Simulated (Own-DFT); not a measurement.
## Calculated data, GaN (wurtzite, strained, atoms displaced)

Computed with Own-DFT development build. A calculation, not a measurement: plane-wave PBE density functional theory by an unreviewed code, no spin, of a simulated periodic cell, stress positive in tension, free energy of the whole cell less one offset for each atom, forces on such cells passed a denser k mesh, this cell's mesh not checked; offsets are fitted by least squares, one for each functional and potential file, so energies compare only between cells with the same atoms and settings and are not formation energies; the far tail of each file's local potential was reset to the Coulomb form; each entry is a single point on an unrelaxed cell, so the pressure reflects the starting lattice, mostly measured values (interpolated for alloys), from which strain is counted, and rises with the displacements; printed positions are rounded, which can move forces by about a meV/angstrom; the program, named Own-DFT, is a retired in-house code; no spin-orbit coupling.

Common to all runs: functional PBE; potential files PseudoDojo norm-conserving, scalar-relativistic, standard set with the stringent files for Ga; wave cutoff 96 hartree; occupations Gaussian; smearing width 0.01 eV; k mesh 3 x 4 x 3 centred on Gamma.

(1) GaN (wurtzite, strained, atoms displaced)

```xyz
96
Lattice="12.7560 0.0000 0.0000 -4.7835 8.2853 0.0000 0.0000 0.0000 10.5256" Properties=species:S:1:pos:R:3 GaN
Ga     0.0596     1.8152    10.4785
Ga     1.5911     0.9869     2.6138
N      0.0545     1.8551     1.9992
N      1.6587     0.8638     4.7023
Ga    -0.0644     1.8910     5.2211
Ga     1.5725     0.8533     7.9558
N      0.0505     1.8617     7.2874
N      1.6842     0.9823     9.8852
Ga    -1.5731     4.6023    10.4579
Ga    -0.0356     3.7262     2.6180
N     -1.4877     4.5934     2.0224
N     -0.0659     3.6321     4.6256
Ga    -1.5478     4.5581     5.2552
Ga    -0.0910     3.6746     7.9155
N     -1.6270     4.5769     7.3164
N      0.0109     3.7068     9.9480
Ga    -3.2457     7.3832    10.4849
Ga    -1.5751     6.4063     2.6469
N     -3.1973     7.3659     1.9548
N     -1.6627     6.4158     4.6967
Ga    -3.1793     7.3164     5.1663
Ga    -1.6429     6.4781     7.8412
N     -3.1175     7.4499     7.2528
N     -1.6020     6.3837     9.8406
Ga     3.2981     1.8822    10.4700
Ga     4.7602     0.8365     2.5558
N      3.1974     1.8503     1.9062
N      4.7727     0.9689     4.6340
Ga     3.1508     1.7296     5.2680
Ga     4.8176     0.9739     7.8231
N      3.0977     1.8191     7.2536
N      4.8388     0.9049     9.8103
Ga     1.5488     4.6057     0.0058
Ga     3.1401     3.6617     2.6088
N      1.5787     4.6268     2.0201
N      3.1869     3.6490     4.6340
Ga     1.6278     4.5817     5.2859
Ga     3.0874     3.5147     7.9196
N      1.5848     4.7247     7.3304
N      3.0783     3.5775     9.8632
Ga     0.0472     7.4062    10.4549
Ga     1.6191     6.4659     2.5677
N      0.1176     7.4607     2.0539
N      1.5862     6.5270     4.6123
Ga    -0.0365     7.3632     5.2650
Ga     1.5712     6.4873     7.8922
N     -0.0207     7.3918     7.2616
N      1.6170     6.4128     9.8639
Ga     6.2972     1.8246     0.1060
Ga     8.0202     0.9195     2.5883
N      6.3401     1.9641     1.9828
N      7.8893     0.9239     4.5782
Ga     6.4503     1.8755     5.1842
Ga     7.9525     0.9453     7.9723
N      6.3767     1.8185     7.2131
N      7.9196     0.8762     9.8159
Ga     4.7528     4.6052     0.0229
Ga     6.3302     3.6053     2.6656
N      4.7744     4.6731     2.0128
N      6.3467     3.6482     4.6622
Ga     4.7172     4.6154     5.2122
Ga     6.3723     3.6814     7.8755
N      4.8093     4.5409     7.1913
N      6.3231     3.6086     9.9262
Ga     3.2028     7.4502     0.0278
Ga     4.7910     6.4464     2.5563
N      3.1381     7.3641     1.9819
N      4.8609     6.4297     4.6182
Ga     3.1694     7.3969     5.3050
Ga     4.8027     6.4325     7.8832
N      3.2056     7.3441     7.2787
N      4.6569     6.4164     9.9003
Ga     9.5721     1.8669    10.4890
Ga    11.2188     0.9018     2.5050
N      9.6253     1.8880     1.9763
N     11.2174     0.9373     4.6598
Ga     9.6987     1.8802     5.2696
Ga    11.2047     0.9075     7.8176
N      9.5446     1.8729     7.2617
N     11.2453     0.8519     9.8326
Ga     8.0173     4.6194     0.0211
Ga     9.4842     3.7486     2.6809
N      7.9324     4.5285     1.9805
N      9.5478     3.6196     4.6915
Ga     8.0370     4.6052     5.2711
Ga     9.5722     3.6976     7.8688
N      8.0140     4.6355     7.3582
N      9.6364     3.7319     9.7955
Ga     6.3924     7.3614     0.0062
Ga     7.8911     6.4034     2.5787
N      6.4681     7.3571     1.9667
N      7.9708     6.4715     4.6564
Ga     6.4040     7.3888     5.2583
Ga     8.0193     6.3948     7.9459
N      6.3368     7.2978     7.2572
N      8.0017     6.4548     9.9023
```

* free energy of cell above offsets: -4.810 eV
* pressure: 4.54 GPa
* stress xx: -5.6 GPa
* stress yy: -8.71 GPa
* stress zz: 0.69 GPa
* stress yz: -0.26 GPa
* stress xz: -0.32 GPa
* stress xy: 1.2 GPa

Force:
| element | x (eV/Å) | y (eV/Å) | z (eV/Å) |
| --- | --- | --- | --- |
| Ga | -0.09 | 0.619 | 0.541 |
| Ga | 0.926 | -1.332 | 0.653 |
| N | -0.804 | 0.419 | -0.679 |
| N | -2.422 | 0.493 | -2.051 |
| Ga | 2.407 | -1.391 | 1.439 |
| Ga | 0.251 | 1.51 | -0.188 |
| N | -0.701 | -0.156 | -0.782 |
| N | -0.685 | -1.231 | 0.065 |
| Ga | 0.127 | 0.202 | 1.17 |
| Ga | 1.778 | -1.353 | 0.778 |
| N | -3.152 | 0.906 | -1.021 |
| N | 1.519 | 1.25 | -0.727 |
| Ga | -1.094 | 0.721 | 1.118 |
| Ga | 1.767 | 0.532 | 0.512 |
| N | 0.361 | 0.919 | -1.658 |
| N | -0.511 | -1.139 | -0.999 |
| Ga | 2.076 | 0.398 | 0.768 |
| Ga | -0.062 | 1.045 | -0.171 |
| N | 0.096 | -0.268 | 0.465 |
| N | 1.789 | -0.934 | -1.418 |
| Ga | -0.942 | 1.061 | 1.685 |
| Ga | 1.2 | -0.554 | 0.837 |
| N | -1.86 | -2.006 | -0.87 |
| N | 0.064 | 1.653 | 0.278 |
| Ga | -0.671 | -1.669 | 0.812 |
| Ga | -0.107 | 3.983 | 2.357 |
| N | 0.241 | -0.145 | 0.502 |
| N | 0.239 | -0.87 | -0.756 |
| Ga | 1.376 | 1.764 | 0.723 |
| Ga | -0.876 | -0.485 | 0.117 |
| N | 0.963 | -1.256 | -0.513 |
| N | -0.47 | 0.293 | 0.212 |
| Ga | 0.88 | 0.177 | 0.209 |
| Ga | 0.671 | 0.294 | 0.615 |
| N | -0.012 | -0.188 | -0.562 |
| N | -0.785 | -0.401 | -0.745 |
| Ga | -0.471 | 0.898 | 0.411 |
| Ga | 0.623 | 3.16 | -0.251 |
| N | -0.461 | -2.744 | -1.251 |
| N | 1.07 | 2.423 | 0.049 |
| Ga | -0.675 | -1.285 | 0.407 |
| Ga | -0.253 | -0.601 | 1.784 |
| N | -1.675 | -3.536 | -2.257 |
| N | -0.11 | -1.516 | -0.29 |
| Ga | 0.536 | 0.66 | 0.189 |
| Ga | 0.367 | 0.517 | 0.446 |
| N | -0.084 | 0.001 | -0.411 |
| N | -0.101 | 0.801 | 0.553 |
| Ga | 1.125 | 0.283 | -1.438 |
| Ga | -0.685 | 0.441 | 0.861 |
| N | 0.409 | -3.675 | -0.132 |
| N | 2.782 | -0.352 | -0.584 |
| Ga | -1.789 | -0.708 | 1.475 |
| Ga | 0.043 | -0.499 | -2.185 |
| N | 0.863 | 0.686 | -0.233 |
| N | 0.562 | 1.748 | 2.198 |
| Ga | -0.406 | -0.47 | -0.344 |
| Ga | -0.334 | 2.762 | 1.093 |
| N | -0.169 | -1.615 | -0.493 |
| N | 0.819 | 1.649 | -0.959 |
| Ga | 0.975 | -0.345 | 0.957 |
| Ga | -0.144 | -0.361 | 0.405 |
| N | -1.036 | 0.41 | 0.701 |
| N | 0.766 | 1.297 | -0.572 |
| Ga | -0.866 | -1.632 | -0.32 |
| Ga | -0.139 | 0.836 | 1.494 |
| N | 1.725 | 0.883 | -0.547 |
| N | -1.133 | 0.885 | -0.876 |
| Ga | 0.549 | -0.174 | -0.16 |
| Ga | -1.158 | -1.191 | 0.33 |
| N | -0.093 | 0.823 | -0.323 |
| N | 2.027 | 0.33 | -0.166 |
| Ga | 0.27 | -0.14 | -0.335 |
| Ga | -0.094 | 0.727 | 1.347 |
| N | -0.42 | -0.309 | -0.385 |
| N | -0.803 | -0.822 | -1.497 |
| Ga | -2.192 | -1.773 | 0.654 |
| Ga | -0.603 | -0.254 | 0.581 |
| N | 0.536 | -0.647 | -0.252 |
| N | -0.89 | 0.959 | 0.262 |
| Ga | -0.674 | -1.001 | -0.606 |
| Ga | 1.832 | -0.831 | 0.013 |
| N | -0.125 | 1.02 | 0.008 |
| N | 0.602 | 1.656 | -1.349 |
| Ga | -1.711 | 0.222 | 0.851 |
| Ga | -0.249 | -0.54 | 0.298 |
| N | -0.6 | -0.846 | -1.616 |
| N | -1.193 | -0.999 | 1.325 |
| Ga | -0.751 | -0.651 | -0.695 |
| Ga | 2.357 | -0.376 | 1.289 |
| N | -2.16 | 0.522 | -0.605 |
| N | -0.037 | -1.036 | -1.162 |
| Ga | -0.422 | -0.561 | 0.647 |
| Ga | -0.259 | 1.644 | -0.593 |
| N | 1.672 | 0.978 | -0.226 |
| N | -1.035 | -0.588 | -0.226 |

(2) GaN (wurtzite, strained, atoms displaced)

```xyz
96
Lattice="12.7560 0.0000 0.0000 -4.7835 8.2853 0.0000 0.0000 0.0000 10.5256" Properties=species:S:1:pos:R:3 GaN
Ga     0.0034     1.7795     0.0439
Ga     1.5672     0.9731     2.5597
N      0.0061     1.9793     1.9748
N      1.5429     0.8162     4.5576
Ga    -0.0731     1.8072     5.2414
Ga     1.6270     0.8663     7.9990
N      0.0647     1.8158     7.2959
N      1.5085     0.8968     9.8580
Ga    -1.5754     4.5423    10.4617
Ga     0.0737     3.7078     2.6821
N     -1.7174     4.5702     1.8535
N     -0.0605     3.6582     4.6684
Ga    -1.4316     4.6447     5.2431
Ga    -0.0444     3.6940     7.9919
N     -1.6457     4.5019     7.2785
N     -0.0019     3.6943     9.8458
Ga    -3.2058     7.4025    10.4340
Ga    -1.6069     6.4870     2.6662
N     -3.1675     7.3490     1.9919
N     -1.6012     6.4903     4.6305
Ga    -3.1883     7.3048     5.2692
Ga    -1.6058     6.4833     7.8916
N     -3.1977     7.3379     7.1530
N     -1.6884     6.4104     9.8467
Ga     3.2544     1.8636     0.0162
Ga     4.7644     1.0326     2.6793
N      3.2296     1.8690     1.9781
N      4.7500     0.9473     4.6647
Ga     3.2138     1.8648     5.2853
Ga     4.8187     0.9641     7.9333
N      3.1924     1.9195     7.2633
N      4.7623     0.9549     9.8850
Ga     1.5701     4.5978     0.0986
Ga     3.1688     3.7245     2.5988
N      1.6316     4.6155     2.0527
N      3.1985     3.7085     4.6896
Ga     1.5653     4.5357     5.2407
Ga     3.2386     3.6798     7.8755
N      1.6305     4.6511     7.1771
N      3.1483     3.5650     9.8600
Ga    -0.0012     7.4491     0.0422
Ga     1.5872     6.3578     2.6350
N      0.0134     7.3452     2.0903
N      1.5794     6.4802     4.6324
Ga     0.0166     7.4948     5.2638
Ga     1.6508     6.4936     7.9804
N     -0.0986     7.4253     7.2381
N      1.5822     6.4626     9.8374
Ga     6.4063     1.8819    10.4776
Ga     7.9829     0.9160     2.6325
N      6.4351     1.8961     1.8957
N      8.0080     0.8951     4.6028
Ga     6.4082     1.8755     5.3333
Ga     7.9067     1.0484     7.9283
N      6.3589     1.8677     7.1249
N      7.9926     1.0084     9.9464
Ga     4.7946     4.5757    10.5225
Ga     6.3627     3.6149     2.6179
N      4.7169     4.5833     1.9309
N      6.3335     3.6639     4.5679
Ga     4.9062     4.5627     5.2465
Ga     6.2843     3.7508     7.8754
N      4.8347     4.6203     7.3052
N      6.3663     3.6900     9.8986
Ga     3.1519     7.3754    10.4959
Ga     4.7949     6.4622     2.5733
N      3.1783     7.3755     1.9445
N      4.7684     6.4840     4.6258
Ga     3.1652     7.3733     5.3301
Ga     4.8164     6.4719     7.8931
N      3.1397     7.3045     7.2936
N      4.8801     6.5267     9.9046
Ga     9.5992     1.8672    10.4322
Ga    11.1710     0.9091     2.5908
N      9.6275     1.9009     2.0131
N     11.0593     0.9327     4.5496
Ga     9.5835     1.9088     5.2461
Ga    11.1253     0.9316     7.8674
N      9.6543     1.8389     7.2901
N     11.1190     0.9229     9.9212
Ga     7.9838     4.5272     0.0011
Ga     9.6281     3.6930     2.6535
N      7.9311     4.5923     2.0356
N      9.5163     3.5837     4.6225
Ga     8.0837     4.5893     5.3577
Ga     9.4974     3.6377     7.9868
N      7.9681     4.5630     7.2574
N      9.5144     3.6225     9.8890
Ga     6.3091     7.3593     0.0486
Ga     7.9913     6.5194     2.5204
N      6.3091     7.3020     1.9602
N      7.9394     6.4223     4.6944
Ga     6.3622     7.3620     5.2410
Ga     7.9313     6.4805     7.8124
N      6.3110     7.3989     7.2132
N      7.9849     6.4391     9.9020
```

* free energy of cell above offsets: -4.389 eV
* pressure: 4.46 GPa
* stress xx: -6.21 GPa
* stress yy: -5.84 GPa
* stress zz: -1.33 GPa
* stress yz: 0.34 GPa
* stress xz: 0.75 GPa
* stress xy: 1.2 GPa

Force:
| element | x (eV/Å) | y (eV/Å) | z (eV/Å) |
| --- | --- | --- | --- |
| Ga | -0.959 | 1.158 | -0.688 |
| Ga | 0.502 | -0.839 | 1.113 |
| N | 0.13 | -1.928 | -0.188 |
| N | 0.332 | 1.782 | 0.087 |
| Ga | 0.824 | -0.931 | 0.836 |
| Ga | -0.209 | 0.717 | -2.443 |
| N | -0.828 | 0.069 | -0.536 |
| N | 1.643 | 0.703 | 1.165 |
| Ga | -1.056 | 0.896 | 0.399 |
| Ga | -2.156 | 0.639 | -0.114 |
| N | 2.754 | 1.347 | 1.442 |
| N | 2.083 | -0.917 | -1.798 |
| Ga | -3.516 | 0.767 | 1.712 |
| Ga | 1.213 | -0.218 | -2.335 |
| N | 0.317 | 1.402 | -0.398 |
| N | 0.646 | -0.572 | 1.779 |
| Ga | -0.136 | -1.445 | 1.406 |
| Ga | -0.019 | -1.023 | -0.386 |
| N | -0.199 | 1.445 | -1.118 |
| N | 0.85 | -0.87 | -0.288 |
| Ga | -0.641 | 0.648 | -0.719 |
| Ga | -0.372 | -1.315 | -0.16 |
| N | -0.074 | 0.396 | 1.78 |
| N | 1.621 | 0.552 | 0.175 |
| Ga | -1.371 | -0.937 | 0.389 |
| Ga | 1.3 | -1.295 | 0.071 |
| N | -0.996 | 0.149 | -0.295 |
| N | 0.862 | 1.294 | -1.087 |
| Ga | -1.523 | -0.278 | 0.168 |
| Ga | -1.077 | -0.33 | -0.881 |
| N | 0.233 | -1.755 | 0.022 |
| N | 1.013 | -0.262 | -0.283 |
| Ga | 0.281 | -0.142 | -1.594 |
| Ga | 1.221 | -0.871 | 1.588 |
| N | -0.969 | -0.723 | -1.169 |
| N | 0.206 | -0.286 | -1.431 |
| Ga | 0.647 | 1.516 | 1 |
| Ga | -1.442 | 1.036 | 0.101 |
| N | -0.59 | -0.328 | 1.448 |
| N | 0.152 | 2.698 | 0.084 |
| Ga | -0.642 | -1.498 | 0.298 |
| Ga | 0.533 | 2.865 | 1.272 |
| N | -0.062 | 0.934 | -1.374 |
| N | -0.28 | -0.727 | -0.356 |
| Ga | -0.1 | -2.123 | 0.457 |
| Ga | -2.134 | -1.392 | -1.97 |
| N | 1.628 | 0.104 | 0.282 |
| N | -0.297 | -0.311 | 1.968 |
| Ga | -0.462 | -0.159 | 0.928 |
| Ga | 0.499 | 0.365 | -0.114 |
| N | -0.89 | -1.502 | 0.74 |
| N | -0.825 | 0.54 | 0.531 |
| Ga | 0.183 | -0.489 | -3.288 |
| Ga | 1.35 | -1.454 | -0.264 |
| N | 0.027 | 0.368 | 3.556 |
| N | -0.716 | -1.285 | -1.571 |
| Ga | -0.688 | 0.671 | -0.172 |
| Ga | 0.179 | 1.672 | 0.217 |
| N | 0.867 | 0.371 | 0.404 |
| N | 1.823 | -0.611 | 0.256 |
| Ga | -2.195 | 1.731 | 0.45 |
| Ga | 2.546 | -1.224 | 1.013 |
| N | -1.688 | 0.961 | -1.312 |
| N | -0.065 | -0.005 | -1.2 |
| Ga | 0.962 | 0.336 | 0.436 |
| Ga | -1.492 | -0.919 | 1.394 |
| N | -0.29 | -0.403 | -0.033 |
| N | -0.096 | -0.996 | -0.418 |
| Ga | 0.234 | -0.362 | -0.532 |
| Ga | -0.783 | 0.079 | 0.552 |
| N | 1.483 | 2.115 | -0.158 |
| N | -3.234 | -2.105 | -1.237 |
| Ga | -0.113 | -0.617 | 2.502 |
| Ga | -0.493 | 0.387 | 0.244 |
| N | -0.762 | -1.204 | -1.051 |
| N | 1.483 | -0.457 | 0.368 |
| Ga | -0.513 | -2.29 | 0.96 |
| Ga | 1.996 | -0.446 | 0.996 |
| N | -2.646 | 0.426 | -0.894 |
| N | 1.173 | -0.379 | -0.66 |
| Ga | -0.279 | 1.574 | 1.061 |
| Ga | -1.835 | -0.229 | 0.324 |
| N | 0.512 | 0.315 | -0.743 |
| N | 1.298 | 3.103 | -0.636 |
| Ga | -1.183 | 0.16 | -1.518 |
| Ga | 0.827 | 0.581 | -1.139 |
| N | -0.521 | 0.324 | 0.611 |
| N | 0.763 | 1.189 | -0.383 |
| Ga | 2.598 | 0.788 | -0.346 |
| Ga | -0.562 | -1.802 | 1.474 |
| N | 1.755 | 1.627 | 0.208 |
| N | 0.385 | -0.201 | -1.135 |
| Ga | -0.179 | 0.316 | -0.126 |
| Ga | 0.255 | -0.314 | 1.041 |
| N | 0.858 | -0.092 | -0.061 |
| N | -0.89 | -0.253 | -0.712 |

(3) GaN (wurtzite, strained, atoms displaced)

```xyz
96
Lattice="12.7560 0.0000 0.0000 -4.7835 8.2853 0.0000 0.0000 0.0000 10.5256" Properties=species:S:1:pos:R:3 GaN
Ga    -0.0230     1.8419     0.0020
Ga     1.5649     0.9062     2.6529
N     -0.0340     1.9344     1.9458
N      1.6563     0.9741     4.5868
Ga    -0.0651     1.8048     5.1658
Ga     1.6496     1.0216     7.8408
N     -0.0389     1.8027     7.2697
N      1.6052     0.9045    10.0266
Ga    -1.6547     4.6052    10.5070
Ga     0.0635     3.5789     2.6139
N     -1.5989     4.6052     1.9671
N      0.0080     3.6981     4.5698
Ga    -1.5619     4.5978     5.2867
Ga    -0.0172     3.6541     7.9250
N     -1.5428     4.6260     7.2308
N     -0.0738     3.5882     9.8933
Ga    -3.1478     7.4198    10.4939
Ga    -1.6359     6.4277     2.6813
N     -3.2012     7.3680     1.9368
N     -1.6010     6.3461     4.6303
Ga    -3.1748     7.3479     5.3532
Ga    -1.6612     6.3994     7.9426
N     -3.2777     7.3288     7.2260
N     -1.5446     6.5532     9.9802
Ga     3.1789     1.8430     0.0812
Ga     4.7833     0.9429     2.6054
N      3.2672     1.7818     1.9918
N      4.7498     0.8680     4.6144
Ga     3.2022     1.8603     5.2763
Ga     4.7627     0.8989     7.9369
N      3.2656     1.8788     7.2075
N      4.8834     0.9095     9.7922
Ga     1.6228     4.5935    10.5105
Ga     3.1663     3.6924     2.6806
N      1.5536     4.5977     1.9724
N      3.2079     3.6625     4.6405
Ga     1.6323     4.4267     5.2554
Ga     3.2074     3.7580     7.8288
N      1.5222     4.5461     7.3176
N      3.1242     3.6402     9.8252
Ga     0.0053     7.3374     0.0584
Ga     1.6969     6.4083     2.7077
N      0.0249     7.3547     2.0349
N      1.6287     6.3868     4.6722
Ga     0.0592     7.2925     5.2319
Ga     1.5535     6.5039     7.8597
N      0.0522     7.2969     7.2733
N      1.5777     6.4950     9.7615
Ga     6.3322     1.8811     0.0685
Ga     8.0264     0.9367     2.6267
N      6.3167     1.8186     2.0494
N      7.9623     0.9903     4.5661
Ga     6.2627     1.8553     5.2369
Ga     7.9759     0.8731     7.8177
N      6.3470     1.8584     7.3143
N      7.9843     0.8357     9.8702
Ga     4.7999     4.6078     0.0257
Ga     6.3326     3.7343     2.5821
N      4.8852     4.5792     1.9779
N      6.3148     3.7169     4.6324
Ga     4.7863     4.6232     5.3146
Ga     6.3970     3.6558     7.8519
N      4.7904     4.6193     7.2483
N      6.3095     3.7476     9.8198
Ga     3.2112     7.4092     0.0135
Ga     4.8275     6.4749     2.7140
N      3.1487     7.3552     1.9424
N      4.7357     6.4402     4.6063
Ga     3.1770     7.4054     5.4250
Ga     4.8076     6.4607     7.8854
N      3.2135     7.4078     7.2610
N      4.8098     6.4773     9.8365
Ga     9.5627     1.8117    10.4888
Ga    11.1842     0.9611     2.6458
N      9.5738     1.8625     1.9972
N     11.1588     0.9139     4.6641
Ga     9.6136     1.8313     5.2361
Ga    11.1401     0.8816     7.8789
N      9.6071     1.8893     7.2623
N     11.0532     0.9174     9.8693
Ga     7.9314     4.4547     0.0065
Ga     9.4792     3.6253     2.7141
N      8.0463     4.6460     1.9869
N      9.5601     3.6312     4.6222
Ga     7.9533     4.6273     5.2420
Ga     9.5646     3.7066     8.0096
N      8.0058     4.6717     7.2136
N      9.5941     3.6786     9.8997
Ga     6.3200     7.3052    10.5103
Ga     7.9650     6.4252     2.6467
N      6.3998     7.3918     1.9130
N      7.9596     6.4000     4.5549
Ga     6.3580     7.4306     5.2582
Ga     7.9407     6.3693     7.8752
N      6.3150     7.3901     7.2436
N      7.9866     6.3859     9.9326
```

* free energy of cell above offsets: -5.457 eV
* pressure: 4.02 GPa
* stress xx: -5.03 GPa
* stress yy: -5.75 GPa
* stress zz: -1.28 GPa
* stress yz: -0.21 GPa
* stress xz: -0.26 GPa
* stress xy: 0.24 GPa

Force:
| element | x (eV/Å) | y (eV/Å) | z (eV/Å) |
| --- | --- | --- | --- |
| Ga | -0.584 | -1.127 | -0.264 |
| Ga | 0.564 | -0.281 | -0.858 |
| N | 0.47 | -3.278 | 0.167 |
| N | -1.324 | -0.937 | 0.533 |
| Ga | 1.961 | 1.064 | 1.687 |
| Ga | -0.785 | -1.007 | 0.94 |
| N | 0.633 | 0.274 | -0.945 |
| N | -0.23 | 1.5 | -2.217 |
| Ga | 1.367 | 0.724 | 1.53 |
| Ga | -1.59 | 3.655 | 0.437 |
| N | -0.162 | -0.64 | 0.44 |
| N | -0.176 | -1.126 | 0.248 |
| Ga | -0.537 | -0.809 | -0.152 |
| Ga | -0.393 | -0.435 | 0.372 |
| N | -1.008 | -0.61 | 0.693 |
| N | 0.558 | 1.907 | -0.388 |
| Ga | -1.244 | -1.684 | 0.974 |
| Ga | 0.508 | -0.228 | -0.855 |
| N | -0.126 | 0.242 | 1.019 |
| N | -0.093 | 1.757 | 0.166 |
| Ga | 0.072 | -0.061 | -1.839 |
| Ga | 1.016 | 0.975 | 0.076 |
| N | 1.17 | 0.969 | 1.147 |
| N | -1.218 | -2.067 | -1.963 |
| Ga | 0.822 | -0.171 | -1.159 |
| Ga | 0.181 | -1.894 | 1.258 |
| N | -1.991 | 1.604 | 0.292 |
| N | -0.022 | 0.09 | -0.132 |
| Ga | 0.518 | -0.863 | -0.198 |
| Ga | 0.533 | -0.395 | -0.887 |
| N | -0.709 | -0.082 | 0.306 |
| N | -1.534 | 0.125 | 2.283 |
| Ga | -1.086 | 0.617 | -0.452 |
| Ga | 0.629 | -0.355 | -0.897 |
| N | 1.393 | -0.115 | 0.025 |
| N | 0.781 | 0.05 | -0.563 |
| Ga | -1.167 | 2.091 | 1.227 |
| Ga | -0.662 | -0.783 | 1.186 |
| N | 1.371 | 0.821 | -1.46 |
| N | 1.317 | 0.369 | 0.478 |
| Ga | 1.52 | 0.945 | 0.222 |
| Ga | -1.597 | 0.39 | -0.258 |
| N | 0.137 | -0.238 | 0.065 |
| N | 0.751 | -0.41 | -0.027 |
| Ga | -1.042 | 0.213 | 0.63 |
| Ga | 1.356 | -1.762 | 0.674 |
| N | -2.626 | 1.611 | -1.326 |
| N | 0.596 | -0.936 | 1.869 |
| Ga | 0.648 | -0.746 | -0.895 |
| Ga | -1.097 | -0.533 | -0.001 |
| N | 1.845 | 1.17 | -0.99 |
| N | -0.116 | -0.835 | 1.146 |
| Ga | 1.273 | 0.008 | 0.457 |
| Ga | 0.1 | 2.216 | 1.516 |
| N | 0.471 | -0.743 | -1.495 |
| N | -0.46 | 2.6 | -0.413 |
| Ga | -1.35 | 0.491 | -0.568 |
| Ga | 2.489 | -1.418 | 1.603 |
| N | -3.101 | 1.604 | -0.406 |
| N | 0.567 | -0.275 | -0.483 |
| Ga | -0.132 | 0.275 | -0.465 |
| Ga | 0.06 | 0.724 | 0.279 |
| N | 0.291 | 0.372 | -0.141 |
| N | 0.855 | -1.369 | 0.323 |
| Ga | -0.665 | -1.662 | -0.305 |
| Ga | -0.438 | 0.065 | -1.498 |
| N | 1.419 | 0.113 | 0.694 |
| N | 0.345 | 0.645 | 0.995 |
| Ga | -0.127 | -0.032 | -3.117 |
| Ga | -0.466 | -0.323 | 0.568 |
| N | -0.204 | -1.515 | 0.535 |
| N | -1.346 | -1.231 | 0.092 |
| Ga | -0.725 | 0.128 | 0.719 |
| Ga | -0.351 | -0.537 | -0.707 |
| N | 0.081 | -0.538 | -0.554 |
| N | -0.236 | -0.141 | -1.697 |
| Ga | -1.575 | 0.534 | 1.171 |
| Ga | 0.062 | 0.79 | 0.946 |
| N | -0.784 | -0.322 | -0.481 |
| N | 2.105 | -0.835 | -0.217 |
| Ga | 0.644 | 2.154 | 0.379 |
| Ga | 1.743 | 1.159 | -0.88 |
| N | -1.569 | -1.335 | -0.329 |
| N | 0.149 | 0.86 | 0.514 |
| Ga | 0.23 | -0.971 | 0.181 |
| Ga | 0.351 | -0.17 | -1.989 |
| N | -0.378 | -2.237 | -0.141 |
| N | -1.248 | -0.479 | -0.08 |
| Ga | 1.75 | 0.972 | -0.064 |
| Ga | 0.431 | 0.887 | -1.074 |
| N | -0.373 | 0.065 | 1.484 |
| N | -0.07 | 1.399 | 1.066 |
| Ga | 0.144 | -2.042 | 0.34 |
| Ga | -0.515 | 1.982 | 1.646 |
| N | 1.021 | -0.711 | -0.788 |
| N | -0.065 | 0.089 | -0.98 |
